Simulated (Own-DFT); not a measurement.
# Computed records: InGa₃As₄ (zincblende random alloy, atoms displaced)

Computed with Own-DFT development build. A calculation, not a measurement: plane-wave PBE density functional theory by an unreviewed code, no spin, of a simulated periodic cell, stress positive in tension, free energy of the whole cell less one offset for each atom, forces on such cells passed a denser k mesh, this cell's mesh not checked; offsets are fitted by least squares, one for each functional and potential file, so energies compare only between cells with the same atoms and settings and are not formation energies; the far tail of each file's local potential was reset to the Coulomb form; each entry is a single point on an unrelaxed cell, so the pressure reflects the starting lattice, mostly measured values, from which strain is counted, and rises with the displacements; printed positions are rounded, which can move forces by about a meV/angstrom; the program is a retired in-house code; no spin-orbit coupling.

Settings shared by all entries: functional PBE; potential files PseudoDojo norm-conserving, scalar-relativistic, standard set; wave cutoff 42 hartree; occupations Fermi-Dirac; smearing width 0.1 eV; k mesh 3 x 3 x 3 centred on Gamma.

(1) 
```cif
# cell vector a (Å): 11.5091 0.0000 0.0000
# cell vector b (Å): 0.0000 11.5091 0.0000
# cell vector c (Å): 0.0000 0.0000 11.5091
data_InGa3As4
_symmetry_space_group_name_H-M 'P 1'
_symmetry_Int_Tables_number 1
_cell_length_a 11.5091
_cell_length_b 11.5091
_cell_length_c 11.5091
_cell_angle_alpha 90.000
_cell_angle_beta 90.000
_cell_angle_gamma 90.000
_cell_volume 1524.49
loop_
_atom_site_label
_atom_site_type_symbol
_atom_site_fract_x
_atom_site_fract_y
_atom_site_fract_z
_atom_site_occupancy
Ga1 Ga 0.99006 0.99619 0.98896 1
Ga2 Ga 0.99926 0.24421 0.25547 1
Ga3 Ga 0.25755 0.00071 0.24771 1
In1 In 0.24862 0.24994 0.00104 1
As1 As 0.11851 0.11727 0.12302 1
As2 As 0.11752 0.37953 0.38112 1
As3 As 0.37370 0.12662 0.37318 1
As4 As 0.37184 0.37577 0.11950 1
Ga4 Ga 0.99534 0.00703 0.50545 1
Ga5 Ga 0.99164 0.24367 0.75919 1
In2 In 0.24257 0.99882 0.74770 1
Ga6 Ga 0.24702 0.24882 0.50550 1
As5 As 0.12315 0.12908 0.62084 1
As6 As 0.12130 0.38730 0.88064 1
As7 As 0.38060 0.12912 0.87503 1
As8 As 0.37635 0.37541 0.63532 1
Ga7 Ga 0.00920 0.49257 0.99407 1
Ga8 Ga 0.00432 0.75616 0.26027 1
Ga9 Ga 0.24561 0.50026 0.25188 1
In3 In 0.25354 0.75022 0.00533 1
As9 As 0.12032 0.62411 0.12385 1
As10 As 0.12084 0.87846 0.37949 1
As11 As 0.36515 0.62869 0.38489 1
As12 As 0.36706 0.86897 0.12856 1
In4 In 0.98746 0.50204 0.49619 1
Ga10 Ga 0.99530 0.73782 0.74688 1
Ga11 Ga 0.25938 0.51323 0.76075 1
Ga12 Ga 0.23754 0.74139 0.50689 1
As13 As 0.12131 0.62183 0.62315 1
As14 As 0.12918 0.87470 0.88131 1
As15 As 0.38299 0.62215 0.87910 1
As16 As 0.38360 0.86167 0.62533 1
Ga13 Ga 0.50356 0.98911 0.99818 1
Ga14 Ga 0.49724 0.26068 0.25157 1
In5 In 0.75393 0.00335 0.27993 1
Ga15 Ga 0.75493 0.25452 0.99445 1
As17 As 0.61916 0.11826 0.13346 1
As18 As 0.62423 0.37711 0.37158 1
As19 As 0.87730 0.12674 0.36451 1
As20 As 0.86991 0.37805 0.12103 1
Ga16 Ga 0.50216 0.01276 0.50801 1
Ga17 Ga 0.50656 0.25139 0.74073 1
In6 In 0.73731 0.99514 0.74536 1
Ga18 Ga 0.77109 0.24853 0.49687 1
As21 As 0.61899 0.12737 0.62485 1
As22 As 0.62627 0.37769 0.88102 1
As23 As 0.86914 0.12501 0.87705 1
As24 As 0.85962 0.37288 0.63598 1
In7 In 0.50554 0.50020 0.99374 1
Ga19 Ga 0.50029 0.76083 0.26091 1
Ga20 Ga 0.76115 0.50987 0.26118 1
Ga21 Ga 0.75378 0.73904 0.99459 1
As25 As 0.62395 0.62143 0.13577 1
As26 As 0.63095 0.87485 0.37101 1
As27 As 0.88023 0.63405 0.37908 1
As28 As 0.87688 0.88468 0.11557 1
In8 In 0.49415 0.50880 0.50103 1
Ga22 Ga 0.49374 0.74696 0.75238 1
Ga23 Ga 0.75971 0.50127 0.74943 1
Ga24 Ga 0.75445 0.74875 0.49077 1
As29 As 0.62174 0.63186 0.62077 1
As30 As 0.63228 0.87087 0.88412 1
As31 As 0.87849 0.61740 0.88680 1
As32 As 0.86770 0.87878 0.64558 1
_calc_free_energy_of_cell_above_offsets '-18.602'  # eV
_calc_pressure 5.37  # GPa
_calc_stress_xx -5.54  # GPa
_calc_stress_yy -5.71  # GPa
_calc_stress_zz -4.85  # GPa
_calc_stress_yz -0.59  # GPa
_calc_stress_xz 0.04  # GPa
_calc_stress_xy 0.08  # GPa
```

Force:
```tsv
element	x (eV/Å)	y (eV/Å)	z (eV/Å)
Ga	1.048	0.283	0.315
Ga	0.802	1.24	-1.455
Ga	-1.037	0.074	0.174
In	-0.726	-0.541	-0.206
As	-0.387	-0.374	0.617
As	1.375	-1.579	-1.148
As	0.136	0.359	0.487
As	0.32	0.816	2.162
Ga	-0.234	-0.642	0.009
Ga	0.737	0.861	-0.522
In	1.436	-0.054	-0.18
Ga	0.421	0.692	-0.456
As	-1.164	0.661	0.189
As	1.11	-1.454	-2.641
As	1.145	-0.724	-0.578
As	-1.097	-0.224	-0.098
Ga	-1.665	1.141	2.29
Ga	-0.236	0.198	-1.696
Ga	0.154	0.049	-0.279
In	-0.807	-1.28	-0.78
As	-0.666	-0.647	1.151
As	0.758	0.431	0.515
As	-0.763	0.943	-1.973
As	2.508	1.704	1.372
In	0.16	-1.236	1.872
Ga	0.291	0.729	0.964
Ga	-1.072	-1.074	-0.858
Ga	0.593	1.335	-0.405
As	0.48	-0.147	1.485
As	-2.209	-0.419	-0.746
As	-0.774	1.539	-1.232
As	-0.854	0.944	-1.004
Ga	-0.526	0.771	0.728
Ga	0.073	-0.679	-0.686
In	-1.143	-1.054	-4.851
Ga	-0.986	-0.485	1.085
As	0.044	0.911	-0.757
As	1.243	-0.251	0.37
As	2.94	2.286	3.56
As	0.896	0.041	0.791
Ga	-0.83	-1.55	-1.008
Ga	-0.417	0.433	1.57
In	-0.975	1.728	1.51
Ga	-1.97	0.176	-0.157
As	1.006	1.245	-1.149
As	1.675	-1.65	-2.548
As	0.162	0.078	0.014
As	1.612	-0.985	-0.464
In	-0.026	-0.056	2.201
Ga	-0.632	-1.069	-0.759
Ga	-0.856	-0.802	-0.869
Ga	-0.368	0.617	1.607
As	0.686	1.237	0.392
As	-2.255	-1.469	2.885
As	-0.936	1.114	-1.591
As	-0.518	-1.567	1.105
In	0.48	-1.447	0.09
Ga	1.338	0.151	0.394
Ga	-1.896	1.072	0.925
Ga	-0.716	0.796	1.523
As	1.732	0.508	1.363
As	-1.494	-1.402	0.111
As	0.312	-0.061	-1.34
As	2.559	-2.242	-3.389
```

(2) 
```cif
# cell vector a (Å): 11.5091 0.0000 0.0000
# cell vector b (Å): 0.0000 11.5091 0.0000
# cell vector c (Å): 0.0000 0.0000 11.5091
data_InGa3As4
_symmetry_space_group_name_H-M 'P 1'
_symmetry_Int_Tables_number 1
_cell_length_a 11.5091
_cell_length_b 11.5091
_cell_length_c 11.5091
_cell_angle_alpha 90.000
_cell_angle_beta 90.000
_cell_angle_gamma 90.000
_cell_volume 1524.49
loop_
_atom_site_label
_atom_site_type_symbol
_atom_site_fract_x
_atom_site_fract_y
_atom_site_fract_z
_atom_site_occupancy
Ga1 Ga 0.99343 0.00492 0.00295 1
Ga2 Ga 0.99937 0.26489 0.24708 1
Ga3 Ga 0.25991 0.99366 0.25438 1
In1 In 0.25868 0.24261 0.99667 1
As1 As 0.12949 0.12708 0.13811 1
As2 As 0.12806 0.36518 0.36972 1
As3 As 0.37241 0.14477 0.37580 1
As4 As 0.38112 0.36572 0.13004 1
Ga4 Ga 0.99546 0.99068 0.49317 1
Ga5 Ga 0.99838 0.23720 0.75326 1
Ga6 Ga 0.26288 0.00598 0.75359 1
In2 In 0.24148 0.23924 0.48979 1
As5 As 0.12756 0.12372 0.63200 1
As6 As 0.12024 0.37466 0.87056 1
As7 As 0.37228 0.12170 0.86145 1
As8 As 0.38092 0.37257 0.62067 1
Ga7 Ga 0.98906 0.49854 0.00315 1
In3 In 0.00040 0.75956 0.23554 1
In4 In 0.25361 0.50616 0.25126 1
Ga8 Ga 0.24416 0.74956 0.00849 1
As9 As 0.13214 0.62908 0.12006 1
As10 As 0.12527 0.87353 0.36861 1
As11 As 0.37875 0.63188 0.36997 1
As12 As 0.37398 0.87771 0.11812 1
Ga9 Ga 0.99275 0.48416 0.49058 1
Ga10 Ga 0.00072 0.74667 0.75956 1
Ga11 Ga 0.24624 0.50928 0.74407 1
Ga12 Ga 0.25758 0.75928 0.50166 1
As13 As 0.12890 0.63100 0.63159 1
As14 As 0.12855 0.88118 0.87591 1
As15 As 0.36694 0.63720 0.87026 1
As16 As 0.38006 0.87144 0.63365 1
Ga13 Ga 0.49972 0.01065 0.00993 1
In5 In 0.48826 0.24978 0.25088 1
In6 In 0.73716 0.99327 0.24129 1
Ga14 Ga 0.75225 0.24894 0.00934 1
As17 As 0.62821 0.12127 0.13785 1
As18 As 0.62405 0.37923 0.38317 1
As19 As 0.87001 0.11838 0.38502 1
As20 As 0.87566 0.37714 0.12857 1
Ga15 Ga 0.49925 0.99539 0.49600 1
Ga16 Ga 0.50232 0.25990 0.75773 1
Ga17 Ga 0.73510 0.99565 0.73068 1
Ga18 Ga 0.75413 0.26203 0.50269 1
As21 As 0.62857 0.12070 0.62403 1
As22 As 0.61894 0.37334 0.87498 1
As23 As 0.87733 0.11381 0.86623 1
As24 As 0.87877 0.38112 0.63838 1
In7 In 0.50658 0.49228 0.99562 1
Ga19 Ga 0.49635 0.76287 0.25599 1
In8 In 0.75172 0.49134 0.25502 1
Ga20 Ga 0.76058 0.74882 0.99258 1
As25 As 0.61790 0.61589 0.12881 1
As26 As 0.62216 0.88037 0.38129 1
As27 As 0.86805 0.63226 0.36701 1
As28 As 0.87165 0.88738 0.11413 1
Ga21 Ga 0.49145 0.49815 0.50219 1
Ga22 Ga 0.49832 0.74371 0.75081 1
Ga23 Ga 0.74427 0.51075 0.75220 1
Ga24 Ga 0.75608 0.73875 0.50150 1
As29 As 0.62627 0.61364 0.62365 1
As30 As 0.61954 0.87053 0.87161 1
As31 As 0.87387 0.63510 0.87969 1
As32 As 0.88195 0.86682 0.64161 1
_calc_free_energy_of_cell_above_offsets '-17.940'  # eV
_calc_pressure 5.59  # GPa
_calc_stress_xx -5.66  # GPa
_calc_stress_yy -5.36  # GPa
_calc_stress_zz -5.75  # GPa
_calc_stress_yz 0.55  # GPa
_calc_stress_xz 0.36  # GPa
_calc_stress_xy 0.71  # GPa
```

Force:
```tsv
element	x (eV/Å)	y (eV/Å)	z (eV/Å)
Ga	1.654	0.632	-0.442
Ga	-0.065	-2.108	0.348
Ga	-0.361	0.837	0.071
In	-1.378	0.551	0.177
As	-0.965	-0.732	-0.201
As	-1.72	2.098	-0.312
As	0.956	-5.798	0.024
As	-1.771	2.507	-2.085
Ga	0.476	0.071	1.147
Ga	0.29	0.975	-0.047
Ga	-1.884	-1.763	-1.367
In	-0.905	1.219	3.336
As	-0.864	-1.438	0.005
As	-0.203	0.565	0.015
As	2.826	0.73	1.25
As	-0.95	0.261	0.891
Ga	1.168	0.319	-0.808
In	-0.491	-0.511	0.18
In	-0.166	-0.874	-0.314
Ga	0.637	1.063	-1.685
As	-1.434	-1.257	-0.659
As	1.15	0.738	1.403
As	0.598	0.661	1.749
As	0.256	-0.074	0.648
Ga	0.464	1.286	0.438
Ga	1.18	0.224	0.007
Ga	0.581	-0.975	0.582
Ga	-0.631	-0.518	0.065
As	-0.957	0.015	-1.662
As	-0.168	-0.068	0.5
As	-0.136	-0.964	0.581
As	-0.035	0.744	-0.894
Ga	0.158	-0.495	-1.327
In	3.861	0.082	0.554
In	2.41	-1.115	2.436
Ga	0.055	-0.574	-1.088
As	-1.954	2.822	-3.175
As	-0.772	-0.92	0.883
As	0.297	1.331	-0.752
As	0.447	-0.936	-1.264
Ga	-0.76	1.13	0.877
Ga	-0.357	-1.411	-1.415
Ga	1.216	-1.163	1.829
Ga	0.005	-0.683	0.602
As	-1.323	1.861	-1.048
As	3.207	-1.177	-0.907
As	-1.447	0.372	0.582
As	-0.311	-0.483	-0.329
In	-2.463	1.723	0.502
Ga	0.533	-0.45	-0.801
In	-0.925	0.936	-0.134
Ga	-2.173	0.937	1.3
As	0.921	2.572	0.288
As	-0.02	-1.951	0.652
As	1.532	-0.313	1.003
As	-0.184	-1.215	-0.818
Ga	0.565	0.505	-0.415
Ga	0.717	-0.068	-0.161
Ga	0.739	-0.87	0.674
Ga	-0.41	0.978	0.895
As	-0.863	1.209	-0.438
As	0.35	0.531	0.504
As	0.576	-1.953	-0.686
As	-0.782	0.37	-1.761
```

(3) 
```cif
# cell vector a (Å): 11.5091 0.0000 0.0000
# cell vector b (Å): 0.0000 11.5091 0.0000
# cell vector c (Å): 0.0000 0.0000 11.5091
data_InGa3As4
_symmetry_space_group_name_H-M 'P 1'
_symmetry_Int_Tables_number 1
_cell_length_a 11.5091
_cell_length_b 11.5091
_cell_length_c 11.5091
_cell_angle_alpha 90.000
_cell_angle_beta 90.000
_cell_angle_gamma 90.000
_cell_volume 1524.49
loop_
_atom_site_label
_atom_site_type_symbol
_atom_site_fract_x
_atom_site_fract_y
_atom_site_fract_z
_atom_site_occupancy
Ga1 Ga 0.98461 0.98364 0.01201 1
Ga2 Ga 0.00023 0.24468 0.25393 1
Ga3 Ga 0.24306 0.00361 0.24220 1
Ga4 Ga 0.24402 0.24896 0.99683 1
As1 As 0.12195 0.11990 0.11826 1
As2 As 0.12032 0.37694 0.37526 1
As3 As 0.36999 0.13398 0.38642 1
As4 As 0.36281 0.38543 0.13666 1
Ga5 Ga 0.00858 0.00777 0.49491 1
In1 In 0.00202 0.25817 0.74201 1
Ga6 Ga 0.23817 0.00802 0.74697 1
Ga7 Ga 0.24565 0.25510 0.50373 1
As5 As 0.12228 0.11572 0.62598 1
As6 As 0.13072 0.37570 0.87697 1
As7 As 0.37243 0.12802 0.87835 1
As8 As 0.37136 0.36469 0.62613 1
Ga8 Ga 0.00150 0.49647 0.99142 1
Ga9 Ga 0.99908 0.74611 0.24990 1
Ga10 Ga 0.24542 0.50005 0.24749 1
In2 In 0.24667 0.74500 0.99557 1
As9 As 0.12472 0.62123 0.13606 1
As10 As 0.11646 0.86326 0.37011 1
As11 As 0.38691 0.62921 0.36663 1
As12 As 0.37750 0.87607 0.13636 1
In3 In 0.00432 0.49745 0.50871 1
Ga11 Ga 0.99430 0.74650 0.73896 1
Ga12 Ga 0.24914 0.50754 0.74188 1
In4 In 0.26245 0.75811 0.49432 1
As13 As 0.11960 0.63346 0.62300 1
As14 As 0.11202 0.88460 0.86684 1
As15 As 0.38201 0.62701 0.87479 1
As16 As 0.37184 0.87448 0.62196 1
Ga13 Ga 0.50939 0.99469 0.99716 1
Ga14 Ga 0.50822 0.24368 0.25642 1
Ga15 Ga 0.74308 0.99059 0.24181 1
In5 In 0.74724 0.24476 0.00659 1
As17 As 0.62636 0.12118 0.12620 1
As18 As 0.62339 0.38050 0.37632 1
As19 As 0.87052 0.12885 0.37231 1
As20 As 0.86376 0.37823 0.12832 1
Ga16 Ga 0.48860 0.00297 0.48728 1
Ga17 Ga 0.49585 0.25927 0.75076 1
Ga18 Ga 0.75079 0.99386 0.73873 1
In6 In 0.75246 0.24092 0.49307 1
As21 As 0.63160 0.12512 0.62993 1
As22 As 0.61842 0.36678 0.86706 1
As23 As 0.87433 0.11930 0.88406 1
As24 As 0.87330 0.36264 0.62266 1
Ga19 Ga 0.49093 0.50623 0.00728 1
Ga20 Ga 0.50418 0.74952 0.25250 1
Ga21 Ga 0.75847 0.50983 0.24576 1
In7 In 0.74095 0.74486 0.00287 1
As25 As 0.62591 0.62848 0.12661 1
As26 As 0.61690 0.87136 0.37658 1
As27 As 0.87024 0.62393 0.37978 1
As28 As 0.85734 0.86974 0.11986 1
Ga22 Ga 0.49716 0.48870 0.51279 1
In8 In 0.49453 0.75825 0.75419 1
Ga23 Ga 0.74503 0.49619 0.74051 1
Ga24 Ga 0.75134 0.76303 0.50892 1
As29 As 0.62159 0.62804 0.63675 1
As30 As 0.63957 0.87395 0.87497 1
As31 As 0.87334 0.62889 0.88283 1
As32 As 0.88052 0.87274 0.62462 1
_calc_free_energy_of_cell_above_offsets '-19.663'  # eV
_calc_pressure 5.23  # GPa
_calc_stress_xx -5.24  # GPa
_calc_stress_yy -5.18  # GPa
_calc_stress_zz -5.26  # GPa
_calc_stress_yz -0.31  # GPa
_calc_stress_xz -0.2  # GPa
_calc_stress_xy 0.58  # GPa
```

Force:
```tsv
element	x (eV/Å)	y (eV/Å)	z (eV/Å)
Ga	0.825	1.179	-1.101
Ga	-0.074	0.422	-0.721
Ga	0.349	-0.23	1.098
Ga	0.65	0.206	0.801
As	-0.701	0.288	0.131
As	1.221	-1.014	-0.833
As	-0.461	-0.21	-1.614
As	1.453	-2.01	-1.379
Ga	-0.96	-0.989	-0.746
In	0.506	-1.648	2.166
Ga	1.521	-0.909	0.94
Ga	-0.726	-0.447	-0.217
As	0.499	1.225	-1.273
As	0.407	0.916	-0.301
As	0.315	-0.452	-0.462
As	-0.562	1.156	0.195
Ga	-0.324	0.244	1.085
Ga	-1.243	-0.272	-0.241
Ga	-0.016	0.694	1.666
In	-0.466	1.118	0.369
As	-1.182	-0.235	-0.951
As	0.093	2.112	-0.324
As	-0.474	-2.074	0.607
As	0.402	0.324	-0.804
In	-1.174	0.006	-0.395
Ga	-0.017	0.108	1.726
Ga	0.18	-0.19	0.618
In	-1.216	-1.556	-1.02
As	1.551	0.134	0.856
As	-0.121	-0.687	0.208
As	-1.033	-1.849	0.022
As	0.515	3.148	1.188
Ga	-0.744	0.06	0.235
Ga	-0.781	0.63	-0.01
Ga	-0.005	0.453	1.218
In	-0.001	0.718	-1.21
As	-1.615	-0.911	1.037
As	-0.016	0.471	-0.654
As	1.913	-2.846	-1.953
As	2.171	0.376	0.263
Ga	0.962	-0.226	1.38
Ga	-0.059	-1.759	-0.049
Ga	0.561	0.532	1.053
In	-1.763	1.363	0.643
As	-2.054	-0.786	0.094
As	0.222	1.881	0.982
As	0.577	-0.962	-1.192
As	-1.607	2.388	-0.089
Ga	0.55	-0.875	-0.134
Ga	0.097	0.208	-0.657
Ga	-0.983	-0.234	0.685
In	0.348	-0.531	-0.893
As	-1.787	-1.802	1.454
As	0.82	0.627	0.223
As	-0.173	1.133	-0.134
As	2.167	0.321	2.401
Ga	0.346	1.075	-0.781
In	0.764	0.656	0.085
Ga	0.528	-0.17	0.991
Ga	-0.701	-1.203	-0.661
As	0.73	-0.693	-1.846
As	-1.402	1.977	-1.083
As	1.082	-1.503	-2.082
As	0.113	1.123	-0.605
```

(4) 
```cif
# cell vector a (Å): 11.5091 0.0000 0.0000
# cell vector b (Å): 0.0000 11.5091 0.0000
# cell vector c (Å): 0.0000 0.0000 11.5091
data_InGa3As4
_symmetry_space_group_name_H-M 'P 1'
_symmetry_Int_Tables_number 1
_cell_length_a 11.5091
_cell_length_b 11.5091
_cell_length_c 11.5091
_cell_angle_alpha 90.000
_cell_angle_beta 90.000
_cell_angle_gamma 90.000
_cell_volume 1524.49
loop_
_atom_site_label
_atom_site_type_symbol
_atom_site_fract_x
_atom_site_fract_y
_atom_site_fract_z
_atom_site_occupancy
In1 In 0.99517 0.01030 0.00255 1
Ga1 Ga 0.99808 0.24858 0.24710 1
Ga2 Ga 0.24210 0.99987 0.26468 1
Ga3 Ga 0.25324 0.25882 0.99757 1
As1 As 0.11970 0.10916 0.12352 1
As2 As 0.12721 0.37072 0.37987 1
As3 As 0.37957 0.11939 0.38357 1
As4 As 0.39122 0.36288 0.12289 1
Ga4 Ga 0.00223 0.00268 0.50376 1
Ga5 Ga 0.00814 0.24302 0.75156 1
Ga6 Ga 0.25115 0.99718 0.75805 1
Ga7 Ga 0.24061 0.26163 0.50615 1
As5 As 0.12475 0.11955 0.62098 1
As6 As 0.13906 0.37850 0.87751 1
As7 As 0.37174 0.13591 0.87222 1
As8 As 0.37762 0.37130 0.62037 1
In2 In 0.00186 0.50782 0.00985 1
Ga8 Ga 0.99174 0.73764 0.23846 1
Ga9 Ga 0.25528 0.48978 0.26348 1
Ga10 Ga 0.26385 0.75144 0.01156 1
As9 As 0.10662 0.62877 0.13778 1
As10 As 0.13044 0.87267 0.36677 1
As11 As 0.38115 0.62028 0.35883 1
As12 As 0.36887 0.86696 0.12689 1
In3 In 0.99874 0.50672 0.50118 1
Ga11 Ga 0.99402 0.75345 0.75593 1
Ga12 Ga 0.24342 0.49975 0.74665 1
Ga13 Ga 0.25779 0.75333 0.49730 1
As13 As 0.11863 0.62144 0.61760 1
As14 As 0.14101 0.87732 0.86740 1
As15 As 0.37540 0.62155 0.87093 1
As16 As 0.37483 0.86780 0.62420 1
In4 In 0.50990 0.01544 0.99923 1
In5 In 0.48202 0.25354 0.25119 1
Ga14 Ga 0.74684 0.99295 0.25280 1
Ga15 Ga 0.75769 0.25171 0.00368 1
As17 As 0.61805 0.12973 0.12622 1
As18 As 0.61835 0.37259 0.38026 1
As19 As 0.86741 0.10952 0.37490 1
As20 As 0.87459 0.38584 0.13098 1
In6 In 0.49867 0.00229 0.50686 1
Ga16 Ga 0.50363 0.24739 0.74880 1
Ga17 Ga 0.75852 0.00575 0.74575 1
In7 In 0.75898 0.24607 0.49239 1
As21 As 0.62523 0.12818 0.62428 1
As22 As 0.63025 0.37184 0.88562 1
As23 As 0.88354 0.12070 0.87716 1
As24 As 0.86625 0.38246 0.61454 1
Ga18 Ga 0.49530 0.49838 0.00189 1
Ga19 Ga 0.50668 0.74528 0.23821 1
Ga20 Ga 0.75556 0.50785 0.24745 1
Ga21 Ga 0.75968 0.76250 0.99592 1
As25 As 0.60853 0.63106 0.11833 1
As26 As 0.60726 0.86577 0.38326 1
As27 As 0.88743 0.62459 0.37688 1
As28 As 0.87633 0.87907 0.12521 1
Ga22 Ga 0.51498 0.50454 0.50582 1
Ga23 Ga 0.49638 0.74559 0.76432 1
Ga24 Ga 0.75472 0.50934 0.75660 1
In8 In 0.73902 0.75042 0.50161 1
As29 As 0.63091 0.63091 0.62352 1
As30 As 0.61748 0.87279 0.87347 1
As31 As 0.87583 0.63190 0.88681 1
As32 As 0.86420 0.88162 0.63153 1
_calc_free_energy_of_cell_above_offsets '-15.920'  # eV
_calc_pressure 6.17  # GPa
_calc_stress_xx -5.68  # GPa
_calc_stress_yy -6.36  # GPa
_calc_stress_zz -6.46  # GPa
_calc_stress_yz -0.09  # GPa
_calc_stress_xz -1.37  # GPa
_calc_stress_xy -0.52  # GPa
```

Force:
```tsv
element	x (eV/Å)	y (eV/Å)	z (eV/Å)
In	0.834	-3.334	-1.063
Ga	0.064	-0.495	0.223
Ga	1.343	0.552	-1.152
Ga	-0.024	-1.018	0.873
As	2.95	3.414	2.353
As	-0.55	-0.332	-1.233
As	-3.098	0.997	-0.634
As	-4.299	3.937	-3.335
Ga	-0.309	-1.154	-0.632
Ga	-0.261	0.924	-0.34
Ga	1.051	0.981	-1.585
Ga	0.974	-1.5	0.091
As	0.662	0.499	0.712
As	-1.459	-0.286	-0.416
As	-0.334	-0.262	-0.526
As	0.251	0.926	0.612
In	0.277	-1.503	-1.77
Ga	-1.125	2.737	1.979
Ga	-0.311	-0.041	-1.288
Ga	-1.856	-1.308	-1.483
As	5.146	-0.466	-0.441
As	-1.8	-1.07	1.388
As	0.373	0.472	1.771
As	1.201	2.049	1.47
In	0.291	-2.33	-0.419
Ga	0.666	0.208	-0.459
Ga	0.823	0.216	-0.735
Ga	-0.489	-0.899	-0.658
As	2.202	2.567	2.331
As	-1.576	-1.644	1.582
As	-0.889	-0.685	0.89
As	-0.4	-0.245	1.707
In	-2.229	-1.993	-0.998
In	2.911	-2.496	3.272
Ga	-1.191	-0.307	-0.24
Ga	-0.037	-0.287	0.298
As	3.314	1.021	1.826
As	0.8	1.32	-0.841
As	1.94	-0.206	-1.109
As	-0.601	-2.033	0.333
In	0.212	-0.659	0.828
Ga	-0.042	0.636	0.191
Ga	-1.592	0.424	1
In	-1.181	0.233	0.161
As	0.846	0.154	1.585
As	-0.226	0.548	-0.978
As	-2.476	2.49	-2.045
As	0.724	-0.299	2.972
Ga	0.307	-0.071	-0.629
Ga	-1.514	1.168	1.2
Ga	-1.458	0.25	0.699
Ga	-1.575	-0.137	0.397
As	2.96	-0.983	-0.897
As	0.659	0.45	-2.821
As	-2.512	1.563	-1.919
As	-0.906	-0.994	1.019
Ga	-1.245	-0.229	-0.521
Ga	0.343	0.275	-1.549
Ga	-0.429	-0.547	-0.124
In	2.537	0.751	-1.361
As	-1.979	-1.92	3.135
As	1.771	0.199	-0.524
As	-0.482	0.274	-1.574
As	2.018	-0.502	-0.598
```
